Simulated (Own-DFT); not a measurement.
# Strain and stress in wurtzite AlN, 72 atoms (Al36N36)

Calculated results; nothing here was measured. The program, named Own-DFT, is a retired in-house plane-wave density functional code that no person has reviewed. Each row is one single-point run on a periodic cell that was not relaxed, without spin or spin-orbit coupling.

Settings of every run: PBE; PseudoDojo norm-conserving scalar-relativistic files; cutoff 42 hartree; 3 x 3 x 2 k mesh centred on Gamma; Fermi-Dirac smearing of 0.1 eV.

Known limits: forces on such cells moved up to 12 meV/angstrom on a denser k mesh; stress not checked against mesh or cutoff.

Unstrained cell vectors in Å: (9.336, 0.000, 0.000); (-4.668, 8.085, 0.000); (0.000, 0.000, 9.964). The unstrained cell has measured lattice constants (interpolated for alloys), not those of this functional. That, the random moves and any unrelaxed bonds set the pressure at no strain. Each run strains this cell uniformly, with the atoms carried along. Every atom was also moved at random, by a Gaussian of width 0.05 Å on each axis. Strain is the symmetric tensor, in per cent. Stress is positive in tension, and the pressure is minus a third of its trace.

```
run  e_xx (%)  e_yy (%)  e_zz (%)  e_yz (%)  e_xz (%)  e_xy (%)  s_xx (GPa)  s_yy (GPa)  s_zz (GPa)  s_yz (GPa)  s_xz (GPa)  s_xy (GPa)  P (GPa)  E (meV/atom)
  1      0.72     -0.33     -1.51     -0.57     -0.50     -0.22       -3.20      -10.44      -10.64       -1.76       -1.24       -0.15     8.10          26.3
  2     -0.79     -0.25     -0.34     -1.93     -0.35      0.20       -9.47       -7.59       -9.02       -5.09       -0.68        0.17     8.69           8.0
  3      0.29      1.75     -1.38      1.83     -1.80     -0.96       -3.30        0.12       -9.04        5.16       -4.30       -3.70     4.07          11.5
  4     -0.75      1.50     -1.80      0.62     -1.78      1.89       -7.48       -2.94      -13.20        2.57       -5.18        5.55     7.87          15.2
  5     -0.15     -0.59     -0.15     -0.40     -0.18     -1.29       -8.49       -7.61       -7.30       -1.61       -0.67       -5.89     7.80          14.3
  6     -1.85      1.50     -0.51     -1.36      0.45      0.27      -16.70       -1.73       -7.13       -3.96        1.41        1.59     8.52          29.6
  7     -0.11     -1.93      0.04     -1.64     -1.12      1.32       -8.98      -16.44       -5.93       -4.53       -3.14        6.49    10.45          26.1
  8     -1.55      0.11     -1.25      0.37      0.68     -0.79      -13.82       -6.53      -14.93        0.76        1.83       -3.04    11.76          18.5
  9     -1.50      0.86      1.40      1.21     -1.52      0.68      -10.42       -1.28       -0.53        3.00       -3.54        2.38     4.08           0.0
 10     -0.43     -0.41      0.54      1.30     -1.88      0.95       -7.90       -9.74       -2.41        3.99       -5.83        5.12     6.68          15.4
 11      1.42      0.64     -1.73      1.23      1.06      0.13        0.60       -3.41      -12.38        3.27        3.42        0.40     5.06          15.7
 12      1.09     -0.43     -1.00      0.13      1.97     -1.39       -0.58       -9.89      -11.73       -1.00        4.63       -4.92     7.40          35.9
 13     -1.28      0.99     -0.40     -0.46      1.10     -0.04      -11.37       -3.41       -5.85       -1.08        3.47       -0.13     6.88           2.8
 14     -0.40      1.00      0.15     -0.90     -0.25     -1.97       -8.56       -3.08       -1.97       -1.62       -0.50       -7.37     4.54          14.3
 15      1.55     -0.52      1.31      1.80     -1.47     -0.75        1.37       -6.71        2.61        3.86       -3.94       -2.11     0.91           6.7
 16      0.54     -1.83     -1.68     -1.10     -1.59     -0.84       -4.35      -17.86      -14.92       -3.08       -4.31       -3.25    12.38          24.4
 17      1.07     -0.79      1.05     -1.75     -0.42      0.67       -0.46       -8.50       -1.24       -4.61       -2.15        2.67     3.40          14.3
 18     -0.97     -1.05     -0.58      1.44      1.25      1.13           ?           ?           ?           ?           ?           ?        ?             ?
```

E is the free energy for each atom above the lowest run shown.

## Worked fit

Each stress component was fitted by least squares to a constant and the strains of the runs shown, as fractions, with shears doubled. Shear strains stay in the fit of a normal stress only where such slopes are resolved. The slopes, in GPa:

| stress | at no strain | per e_xx | per e_yy | per e_zz | scatter |
|---|---|---|---|---|---|
| s_xx | -6.0 | 500 ± 32 | 76 ± 32 | 27 ± 30 | 1.24 |
| s_yy | -6.7 | 47 ± 31 | 471 ± 31 | 114 ± 29 | 1.19 |
| s_zz | -5.3 | 100 ± 38 | 123 ± 38 | 492 ± 35 | 1.47 |

Each shear stress against twice its own strain: yz 125 ± 6, xz 133 ± 6, xy 193 ± 11 GPa. These are stiffnesses along x, y and z of the frame in which the cell vectors are given, which need not be the crystal's axes. The atoms are held to the strained lattice; where symmetry lets them move under strain, relaxing them would lower some slopes. The table should be nearly symmetric about its diagonal, and what it lacks of that shows the noise. A ninth of its sum, 216 ± 7 GPa, estimates the bulk modulus near the mean pressure of these runs, 7.0 GPa, so it lies above the value at zero pressure.

## Withheld run

Question: what normal stresses and pressure should run 18 give?

The fit gives s_xx = -11.8, s_yy = -12.8, s_zz = -10.4 and P = 11.6 GPa. The calculation gave -10.32, -14.50, -10.83 and P = 11.88 GPa.
